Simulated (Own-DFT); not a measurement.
# Response to strain: wurtzite AlGaN with randomly placed atoms, 72 atoms (Al27Ga9N36)

These are calculations, not measurements. The program, named Own-DFT, is a retired in-house plane-wave density functional code that no person has reviewed. Each row is one single-point run on a periodic cell that was not relaxed, without spin or spin-orbit coupling.

Settings of every run: PBE; PseudoDojo norm-conserving scalar-relativistic files (stringent for Ga); cutoff 96 hartree; 4 x 4 x 3 k mesh centred on Gamma; Gaussian smearing of 0.01 eV.

Known limits: forces on such cells passed a denser k mesh, each cell not checked; stress not checked against mesh or cutoff.

Unstrained cell vectors in Å: (9.394, 0.000, 0.000); (-4.697, 8.135, 0.000); (0.000, 0.000, 10.066). The unstrained cell has measured lattice constants (interpolated for alloys), not those of this functional. That, the random moves and any unrelaxed bonds set the pressure at no strain. Each run strains this cell uniformly, with the atoms carried along. Every atom was also moved at random, by a Gaussian of width 0.05 Å on each axis. The random placing of the alloy's atoms differs from row to row. Strain is the symmetric tensor, in per cent. Stress is positive in tension, and the pressure is minus a third of its trace.

| run | e_xx (%) | e_yy (%) | e_zz (%) | s_xx (GPa) | s_yy (GPa) | s_zz (GPa) | P (GPa) | E (meV/atom) |
|---|---|---|---|---|---|---|---|---|
| 1 | 0.00 | 0.00 | -0.50 | -6.72 | -5.45 | -9.04 | 7.07 | 0.0 |
| 2 | 0.00 | 0.00 | 0.75 | -6.87 | -6.24 | -1.81 | 4.97 | 2.8 |
| 3 | 0.00 | 0.00 | -1.00 | -7.62 | -6.79 | -11.29 | 8.56 | 18.4 |
| 4 | 0.00 | 0.00 | 1.50 | -4.67 | -7.08 | 1.16 | 3.53 | 2.1 |
| 5 | 0.00 | 0.00 | 3.00 | -3.93 | -6.51 | 5.71 | 1.57 | 30.3 |
| 6 | 0.00 | 0.00 | -1.50 | -4.98 | -8.07 | -15.25 | 9.43 | 8.7 |
| 7 | 0.00 | 0.00 | -1.75 | -5.39 | -7.53 | -18.33 | 10.42 | 18.6 |
| 8 | 0.00 | 0.00 | 2.00 | -4.82 | -5.75 | 2.51 | 2.69 | 5.1 |
| 9 | 0.00 | 0.00 | 1.25 | ? | ? | ? | ? | ? |

E is the free energy for each atom above the lowest run shown.

## Worked fit

The change of volume is close to e_xx + e_yy + e_zz. A straight line through the runs shown gives P = 6.62 - 187 x (fractional change of volume) GPa, with an error of 9 on the slope and a scatter of 0.41 GPa. The strain isn't the same on all axes and the cell isn't cubic, so the slope belongs to this path and is not the bulk modulus.

## Withheld run

Question: what pressure should run 9 give? Its volume changes by 1.25 %.

The line gives 4.3 GPa. The calculation gave 3.58 GPa.
